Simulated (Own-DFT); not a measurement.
## Calculated data, Hf36O71 (tetragonal hafnia with one neutral oxygen vacancy, atoms displaced)

A calculation, not a measurement: plane-wave PBE and HSE06 DFT by an unreviewed code, no spin, of a simulated cell at Gamma alone, so results move with cell size and shape, stress positive in tension, energies less offsets, not probed for a lower state with spin; hafnium file: forces about 75 meV/angstrom off all-electron values; oxygen file: force components 24 meV/angstrom off all-electron in a glass; k mesh not checked against a denser one; forces and stress are PBE's, HSE06 gives the energy alone, and its difference from PBE has offsets of its own; offsets are fitted by least squares, one for each functional and potential file, so energies compare only between cells with the same atoms and settings and are not formation energies; the far tail of each file's local potential was reset to the Coulomb form; each entry is a single point on an unrelaxed cell, so the pressure reflects the starting lattice, taken from the Materials Project, from which strain is counted, and rises with the displacements; printed positions are rounded, which can move forces by about a meV/angstrom; the program is a retired in-house code; no spin-orbit coupling. Program: Own-DFT development build.

Common to all runs: first functional PBE; second functional HSE06; exact exchange share 0.25; screening 0.11 1/bohr; exchange divergence Gygi-Baldereschi; potential files PseudoDojo norm-conserving, scalar-relativistic, made for PBE, standard set; wave cutoff 48 hartree; occupations fixed; k mesh 1 x 1 x 1 centred on Gamma.

(1) Hf36O71 (tetragonal hafnia with one neutral oxygen vacancy, atoms displaced)

```
Hf36O71
1.0
     10.7800     0.0000     0.0000
      0.0000    10.7800     0.0000
      0.0000     0.0000    10.4493
Hf O Hf O Hf O Hf O Hf O Hf O Hf O Hf O Hf O Hf O Hf O Hf O Hf O Hf O Hf O Hf O Hf O Hf O
2 4 2 4 2 4 2 4 2 4 2 4 2 4 2 3 2 4 2 4 2 4 2 4 2 4 2 4 2 4 2 4 2 4 2 4
Direct
  0.99660 0.01293 0.99004
  0.15382 0.17196 0.25226
  0.99964 0.17000 0.14989
  0.16700 0.00263 0.35287
  0.98899 0.15718 0.40340
  0.16377 0.01926 0.09945
  0.98712 0.00235 0.50362
  0.17006 0.15778 0.74279
  0.98724 0.15866 0.65087
  0.16286 0.00513 0.84623
  0.00810 0.17175 0.89491
  0.16340 0.99976 0.59964
  0.99673 0.33291 0.99645
  0.15853 0.50362 0.25136
  0.01847 0.49983 0.15483
  0.15732 0.32703 0.35778
  0.00604 0.50055 0.39750
  0.15932 0.33272 0.09531
  0.00747 0.33714 0.49232
  0.16884 0.50326 0.74970
  0.99956 0.50656 0.64755
  0.18455 0.33643 0.83622
  0.99691 0.48971 0.88890
  0.15587 0.33684 0.60319
  0.99962 0.64590 0.99592
  0.16307 0.83527 0.24842
  0.99773 0.83835 0.14923
  0.15811 0.65596 0.35503
  0.00823 0.83624 0.39833
  0.16251 0.66416 0.10226
  0.98917 0.67510 0.50068
  0.16846 0.83098 0.75135
  0.99678 0.83561 0.65294
  0.15823 0.65767 0.84178
  0.99555 0.83083 0.90801
  0.16664 0.67526 0.59842
  0.34543 0.02125 0.99749
  0.50714 0.16136 0.24861
  0.32612 0.15908 0.15570
  0.49812 0.99797 0.34378
  0.32387 0.17485 0.40164
  0.49746 0.99168 0.09621
  0.33993 0.01019 0.50020
  0.51331 0.16356 0.75176
  0.33526 0.16497 0.63286
  0.50626 0.99398 0.84878
  0.35044 0.17610 0.90452
  0.32823 0.32531 0.00108
  0.48747 0.49546 0.23765
  0.32899 0.49573 0.17077
  0.49776 0.33852 0.35083
  0.32453 0.48672 0.40365
  0.50431 0.34107 0.09360
  0.33397 0.34266 0.49882
  0.49910 0.50633 0.75584
  0.33535 0.49199 0.65570
  0.49724 0.33971 0.84192
  0.33142 0.50852 0.90190
  0.49843 0.32003 0.61018
  0.33153 0.66232 0.00227
  0.50450 0.84996 0.25650
  0.32907 0.83308 0.15542
  0.49635 0.66243 0.34420
  0.33190 0.83045 0.39878
  0.51012 0.66240 0.10105
  0.33814 0.66332 0.50094
  0.49683 0.82784 0.75553
  0.33781 0.82010 0.63612
  0.50519 0.67897 0.84960
  0.33906 0.83751 0.89187
  0.50530 0.66135 0.59607
  0.66086 0.00299 0.98702
  0.82876 0.16378 0.24575
  0.66440 0.18298 0.15175
  0.82714 0.99721 0.35644
  0.65780 0.17596 0.38364
  0.82704 0.99361 0.11564
  0.66594 0.00161 0.50177
  0.81625 0.17009 0.75804
  0.65861 0.15671 0.64449
  0.83601 0.00903 0.85032
  0.66886 0.16592 0.90006
  0.83306 0.00761 0.60709
  0.67673 0.33063 0.99702
  0.83433 0.50219 0.25411
  0.65476 0.51009 0.14809
  0.81422 0.33785 0.34510
  0.66230 0.50423 0.42728
  0.83877 0.33420 0.10153
  0.65724 0.33731 0.48840
  0.83937 0.49873 0.74578
  0.67039 0.49273 0.63897
  0.84265 0.33256 0.84790
  0.66918 0.50287 0.90016
  0.82883 0.32576 0.59788
  0.65908 0.66416 0.01178
  0.83423 0.83524 0.25063
  0.66012 0.83168 0.15700
  0.83037 0.67187 0.33376
  0.67648 0.83957 0.39404
  0.83485 0.66166 0.08720
  0.65980 0.67405 0.50862
  0.83620 0.82464 0.75043
  0.67338 0.83173 0.66676
  0.83297 0.67594 0.84659
  0.67821 0.83219 0.91336
  0.83573 0.65872 0.59753
```

Results for Hf36O71 (tetragonal hafnia with one neutral oxygen vacancy, atoms displaced): PBE energy of cell above offsets -89.298 eV; HSE06 less PBE above offsets 0.496 eV; PBE pressure 3.98 GPa; PBE stress xx -2.94 GPa; PBE stress yy -5.2 GPa; PBE stress zz -3.81 GPa; PBE stress yz 0.84 GPa; PBE stress xz 0.35 GPa; PBE stress xy -0.13 GPa.

Force:
| element | x (eV/Å) | y (eV/Å) | z (eV/Å) |
| --- | --- | --- | --- |
| Hf | 0.755 | -2.943 | 1.952 |
| Hf | 1.756 | -2.721 | 0.642 |
| O | -2.337 | 0.162 | -0.53 |
| O | 0.162 | 0.192 | -0.976 |
| O | -0.035 | 2.431 | -1.263 |
| O | 0.165 | -0.962 | -1.536 |
| Hf | 1.841 | -0.124 | 0.511 |
| Hf | -1.963 | 1.503 | -2.289 |
| O | 1.855 | 0.274 | 1.001 |
| O | 0.654 | -0.91 | 0.611 |
| O | -0.097 | 0.981 | 0.455 |
| O | 0.938 | -0.132 | 0.231 |
| Hf | 0.895 | -1.093 | 0.056 |
| Hf | 3.266 | -0.191 | 3.489 |
| O | -6.55 | -0.13 | -3.21 |
| O | -0.499 | 1.076 | -0.888 |
| O | -1.98 | 0.175 | 0.052 |
| O | 1.36 | -0.377 | -0.34 |
| Hf | -1.525 | -1.225 | 1.81 |
| Hf | -0.408 | -2.039 | -2.179 |
| O | 0.237 | -0.121 | 0.004 |
| O | 0.164 | -1.13 | 1.523 |
| O | 0.193 | 0.474 | 0.875 |
| O | 1.107 | -0.208 | -0.691 |
| Hf | -0.354 | 3.565 | 0.227 |
| Hf | 0.105 | 0.426 | 0.808 |
| O | 0.462 | -0.225 | 0.71 |
| O | 0.744 | 1.982 | -0.612 |
| O | -1.204 | -0.39 | 0.634 |
| O | 1.077 | -0.106 | -1.111 |
| Hf | 3.54 | -0.508 | -0.743 |
| Hf | -0.209 | 0.119 | -1.115 |
| O | 0.413 | -0.517 | -0.343 |
| O | 0.183 | 2.428 | 1.783 |
| O | 0.843 | 0.376 | -0.428 |
| O | -0.256 | -0.467 | -0.014 |
| Hf | -3.876 | -3.612 | 1.712 |
| Hf | -1.817 | 2.5 | 0.772 |
| O | 2.037 | 1.126 | -0.878 |
| O | -0.011 | 3.708 | 2.569 |
| O | 1.194 | -0.759 | -0.506 |
| O | 1.497 | 1.379 | 0.485 |
| Hf | -2.161 | -0.466 | -0.538 |
| Hf | -3.385 | 2.222 | -1.776 |
| O | 0.119 | -1.399 | 2.848 |
| O | 0.122 | 1.271 | 0.029 |
| O | -0.006 | -1.49 | -1.624 |
| Hf | 0.01 | 2.804 | 0.47 |
| Hf | 3.53 | 1.001 | 2.882 |
| O | -2.134 | 0.269 | -3.647 |
| O | 0.017 | -0.796 | -0.541 |
| O | 0.225 | 3.614 | -0.597 |
| O | -1.014 | -0.689 | -0.499 |
| Hf | 0.095 | -3.76 | 2.321 |
| Hf | 1.621 | -1.411 | -1.065 |
| O | 0.278 | 0.918 | -0.373 |
| O | 0.679 | -0.682 | 0.944 |
| O | 0.608 | -0.763 | 0.756 |
| O | 0.355 | 0.813 | -1.647 |
| Hf | 0.202 | 2.703 | 1.252 |
| Hf | -1.951 | -6.313 | -1.896 |
| O | 0.765 | -0.166 | -0.683 |
| O | 0.015 | 0.504 | 0.643 |
| O | 0.298 | 0.28 | 0.671 |
| O | -5.533 | 0.015 | 0.029 |
| Hf | -1.407 | 1.39 | -1.681 |
| Hf | -0.677 | 1.662 | -2.098 |
| O | 0.44 | 1.005 | 2.203 |
| O | -0.03 | -3.111 | 1.068 |
| O | -0.995 | -0.39 | 0.663 |
| O | -1.46 | 0.039 | 1.678 |
| Hf | 2.045 | -3.794 | 2.269 |
| Hf | 0.913 | -0.632 | 1.362 |
| O | 0.198 | -0.73 | -1.768 |
| O | 0.101 | 1.103 | -0.009 |
| O | 0.067 | -2.756 | 1.227 |
| O | -0.399 | 1.945 | -2.04 |
| Hf | 1.247 | 0.49 | -0.039 |
| Hf | 3.457 | -0.247 | -3.949 |
| O | 1.035 | -0.699 | 0.086 |
| O | -0.392 | -0.855 | 0.901 |
| O | -0.679 | 1.291 | -0.852 |
| O | -2.382 | -0.91 | -0.757 |
| Hf | -1.559 | 2.774 | 0.801 |
| Hf | -0.693 | 0.146 | -0.751 |
| O | 2.988 | -1.369 | 1.029 |
| O | 0.948 | -0.02 | -0.608 |
| O | 0.639 | 1.603 | -3.49 |
| O | -0.484 | 0.575 | -0.505 |
| Hf | 0.666 | 0.069 | 2.443 |
| Hf | -1.611 | 0.259 | -1.248 |
| O | -0.728 | 0.69 | 3.567 |
| O | -1.383 | 0.007 | 1.02 |
| O | 0.034 | -0.776 | 0.043 |
| O | 0.133 | 0.248 | -0.274 |
| Hf | 2.94 | 0.407 | -1.837 |
| Hf | 0.255 | 1.535 | -1.598 |
| O | 1.091 | -0.128 | -0.358 |
| O | 0.516 | -1.823 | 1.716 |
| O | -1.511 | -0.571 | 2.237 |
| O | 0.573 | -0.888 | 0.933 |
| Hf | 1.472 | -0.949 | -1.942 |
| Hf | 1.137 | 2.241 | 1.447 |
| O | -2.031 | 0.141 | -1.878 |
| O | 0.696 | -3.662 | -0.104 |
| O | -0.504 | 1.253 | -0.307 |
| O | -1.738 | 0.967 | 0.184 |

(2) Hf36O71 (tetragonal hafnia with one neutral oxygen vacancy, atoms displaced)

```
Hf36O71
1.0
     10.7800     0.0000     0.0000
      0.0000    10.7800     0.0000
      0.0000     0.0000    10.4493
Hf O Hf O Hf O Hf O Hf O Hf O Hf O Hf O Hf O Hf O Hf O Hf O Hf O Hf O Hf O Hf O Hf O Hf O
2 4 2 4 2 4 2 4 2 4 2 4 2 4 2 4 2 4 2 4 2 4 2 4 2 4 2 4 2 4 2 4 2 4 2 3
Direct
  0.00390 0.00280 0.00159
  0.16146 0.16301 0.24759
  0.99790 0.16659 0.14463
  0.16487 0.99802 0.34319
  0.99216 0.16673 0.40491
  0.17129 0.99594 0.09004
  0.00116 0.00177 0.50000
  0.16362 0.16642 0.75218
  0.99790 0.17524 0.65359
  0.16883 0.00275 0.83861
  0.00122 0.15809 0.91116
  0.16504 0.00215 0.59950
  0.00408 0.33511 0.00568
  0.16161 0.49075 0.25186
  0.00033 0.50097 0.14872
  0.16954 0.33091 0.35356
  0.00216 0.49222 0.40680
  0.16764 0.34458 0.10263
  0.00210 0.32595 0.48876
  0.16040 0.49545 0.75180
  0.99273 0.50529 0.65921
  0.16082 0.32827 0.84062
  0.00923 0.49975 0.90164
  0.16730 0.33322 0.59564
  0.00002 0.67383 0.98968
  0.16809 0.83193 0.25220
  0.99733 0.82879 0.15372
  0.15891 0.66706 0.35475
  0.99519 0.82984 0.40296
  0.17096 0.66412 0.10651
  0.99769 0.66572 0.49867
  0.16320 0.83921 0.74047
  0.99467 0.83648 0.65083
  0.16512 0.66715 0.84865
  0.99522 0.83125 0.90521
  0.15517 0.66752 0.58917
  0.33775 0.00439 0.00632
  0.50090 0.16017 0.25171
  0.33161 0.16392 0.15260
  0.50553 0.99773 0.34189
  0.33262 0.15770 0.40308
  0.49712 0.00925 0.09911
  0.32632 0.00046 0.50507
  0.49478 0.16939 0.74371
  0.32726 0.16533 0.65319
  0.49722 0.99506 0.84513
  0.34028 0.17032 0.90299
  0.49951 0.00222 0.59997
  0.33442 0.33384 0.99986
  0.49743 0.50272 0.24523
  0.32854 0.49859 0.14871
  0.49730 0.33174 0.34110
  0.33353 0.50382 0.40834
  0.50039 0.32906 0.09233
  0.33236 0.33080 0.50114
  0.50167 0.49855 0.74334
  0.32853 0.49949 0.65361
  0.50078 0.33568 0.84695
  0.33615 0.49176 0.89893
  0.50638 0.33235 0.59077
  0.33673 0.66099 0.00482
  0.49613 0.83532 0.25301
  0.33618 0.83533 0.15158
  0.49865 0.67315 0.34945
  0.33157 0.83174 0.39659
  0.49932 0.67168 0.09917
  0.33183 0.66751 0.49353
  0.50288 0.82682 0.74809
  0.32924 0.83516 0.64953
  0.49450 0.65866 0.83448
  0.33189 0.83263 0.90948
  0.50026 0.67287 0.60499
  0.67190 0.00955 0.99763
  0.83168 0.16531 0.24037
  0.66285 0.17087 0.15702
  0.83446 0.00434 0.35110
  0.67480 0.16647 0.41008
  0.82243 0.99904 0.09896
  0.66602 0.00352 0.49733
  0.83460 0.16467 0.74965
  0.67211 0.16109 0.65312
  0.83458 0.00422 0.84864
  0.66729 0.16000 0.90932
  0.82957 0.00032 0.60088
  0.66250 0.32436 0.99956
  0.82770 0.51043 0.25654
  0.67468 0.50389 0.15500
  0.82970 0.33252 0.34856
  0.65776 0.50512 0.40534
  0.83633 0.33955 0.10119
  0.66940 0.32985 0.49076
  0.83685 0.50363 0.74996
  0.67206 0.49720 0.65364
  0.83722 0.33374 0.84892
  0.66310 0.49389 0.90068
  0.82898 0.32977 0.60241
  0.65773 0.65647 0.00176
  0.83821 0.83392 0.24860
  0.66674 0.84050 0.15192
  0.83864 0.67431 0.35489
  0.66144 0.82913 0.41595
  0.83106 0.65933 0.10364
  0.66569 0.65869 0.49659
  0.82078 0.84515 0.75266
  0.66647 0.83280 0.65331
  0.83592 0.66940 0.84785
  0.66606 0.84118 0.90015
```

The calculation gives: PBE energy of cell above offsets -97.030 eV; HSE06 less PBE above offsets 0.074 eV; PBE pressure 2.68 GPa; PBE stress xx -1.24 GPa; PBE stress yy -3.49 GPa; PBE stress zz -3.32 GPa; PBE stress yz 0.33 GPa; PBE stress xz -0.62 GPa; PBE stress xy -0.09 GPa.

Force:
| element | x (eV/Å) | y (eV/Å) | z (eV/Å) |
| --- | --- | --- | --- |
| Hf | -0.73 | -1.786 | -0.107 |
| Hf | 1.418 | 0.181 | 0.053 |
| O | 0.744 | -0.354 | 1.068 |
| O | -0.538 | 0.817 | 0.507 |
| O | 0.895 | -1.095 | -1.704 |
| O | -1.437 | 0.426 | 1.114 |
| Hf | -1.885 | -1.688 | 0.333 |
| Hf | -0.33 | 0.145 | -0.602 |
| O | 0.659 | -0.848 | -0.173 |
| O | -0.378 | -0.657 | 0.939 |
| O | 0.307 | 1.825 | -1.079 |
| O | -0.621 | 0.007 | -0.599 |
| Hf | -1.575 | 1.014 | -1.045 |
| Hf | -0.51 | 2.433 | -0.552 |
| O | -0.294 | -0.39 | 1.286 |
| O | -0.043 | -1.317 | -0.614 |
| O | -0.115 | 0.928 | -0.862 |
| O | 0.074 | -1.253 | -0.125 |
| Hf | -1.285 | 1.356 | 3.158 |
| Hf | 0.176 | 1.276 | -0.24 |
| O | 1.513 | 0.125 | -1.172 |
| O | 0.085 | 0.27 | 1.493 |
| O | -0.249 | -0.229 | 0.402 |
| O | -0.403 | 0.071 | -0.216 |
| Hf | 0.381 | -2.11 | 1.666 |
| Hf | 0.123 | -2.001 | -0.732 |
| O | 0.8 | 0.588 | -0.323 |
| O | 0.492 | -0.345 | -1.143 |
| O | 0.495 | 1.871 | -0.041 |
| O | -0.233 | 0.535 | -0.832 |
| Hf | -1.263 | -0.28 | 0.53 |
| Hf | 0.197 | -1.67 | 1.28 |
| O | -0.144 | 0.105 | 0.141 |
| O | 0.021 | 0.218 | -0.525 |
| O | 0.417 | 2.457 | -0.648 |
| O | 2.32 | 0.172 | 1.227 |
| Hf | 0.851 | -1.223 | -2.141 |
| Hf | -1.245 | 0.44 | -0.464 |
| O | -0.877 | 0.423 | 0.595 |
| O | 0.154 | 0.615 | 1.241 |
| O | 0.041 | 1.039 | -0.013 |
| O | 1.205 | 0.153 | 0.138 |
| Hf | 1.673 | -1.012 | 0.073 |
| Hf | 0.732 | -1.333 | 0.761 |
| O | 0.681 | 0.306 | -0.494 |
| O | -0.197 | 1.363 | -0.266 |
| O | -0.391 | -0.167 | -0.129 |
| O | -0.617 | 0.254 | -1.003 |
| Hf | 0.226 | 0.037 | -0.316 |
| Hf | -0.072 | -0.191 | 0.959 |
| O | 1.562 | -0.008 | 0.747 |
| O | 0.01 | 0.371 | -0.107 |
| O | 0.275 | -1.332 | -1.093 |
| O | -0.312 | 0.658 | 0.602 |
| Hf | 0.145 | 0.519 | 0.054 |
| Hf | -0.153 | -0.505 | -0.302 |
| O | 0.528 | -0.207 | -0.318 |
| O | 0.372 | -1.137 | -0.478 |
| O | -0.444 | 0.843 | 0.616 |
| O | -1.279 | -0.41 | 0.353 |
| Hf | -2.414 | 1.001 | -1.488 |
| Hf | 1.356 | -0.174 | -0.851 |
| O | -0.443 | 0.118 | 0.464 |
| O | -0.42 | -1.687 | -0.462 |
| O | -0.256 | 1.097 | 0.395 |
| O | 0.167 | -1.03 | 0.262 |
| Hf | -0.407 | 0.359 | 1.742 |
| Hf | -0.815 | 1.055 | 0.313 |
| O | 0.102 | 0.055 | -0.186 |
| O | 0.496 | 0.907 | 2.525 |
| O | 0.204 | -0.387 | 0.007 |
| O | -0.341 | -0.699 | -1.702 |
| Hf | -2.44 | -4.333 | 0.894 |
| Hf | -0.265 | 0.536 | 1.414 |
| O | 0.784 | 0.178 | -0.452 |
| O | 0.052 | -0.558 | -0.762 |
| O | -0.83 | -0.287 | -1.846 |
| O | 3.077 | 0.786 | 0.656 |
| Hf | 0.047 | -1.561 | 1.22 |
| Hf | -0.223 | 1.904 | -0.601 |
| O | -1.522 | 0.161 | 0.563 |
| O | 0.04 | 0.083 | 0.845 |
| O | -0.147 | 3.013 | -1.827 |
| O | 1.059 | 0.031 | -0.317 |
| Hf | 1.504 | 1.493 | -0.489 |
| Hf | 2.215 | -0.747 | -0.866 |
| O | -3.012 | -0.104 | -0.323 |
| O | -0.089 | 0.316 | -0.502 |
| O | 0.281 | -1.907 | -1.866 |
| O | -0.647 | -1.011 | -0.457 |
| Hf | 1.342 | 1.064 | 1.971 |
| Hf | -1.242 | -0.596 | 0.428 |
| O | -0.793 | 0.832 | -0.469 |
| O | -0.014 | -0.757 | 0.331 |
| O | -0.154 | 0.605 | 0.96 |
| O | 0.642 | 0.02 | -1.362 |
| Hf | 2.627 | 1.219 | -0.698 |
| Hf | -1.532 | 0.285 | 0.256 |
| O | -0.422 | -0.727 | 0.952 |
| O | -0.718 | -1.262 | -0.198 |
| O | 0.246 | 0.746 | -1.069 |
| O | -0.193 | 0.643 | -0.649 |
| Hf | 0.514 | 2.404 | 2.675 |
| Hf | 1.059 | -1.737 | -0.306 |
| O | -0.111 | -0.085 | 0.031 |
| O | -0.294 | -0.038 | -0.238 |
| O | -0.032 | -1.523 | 0.205 |
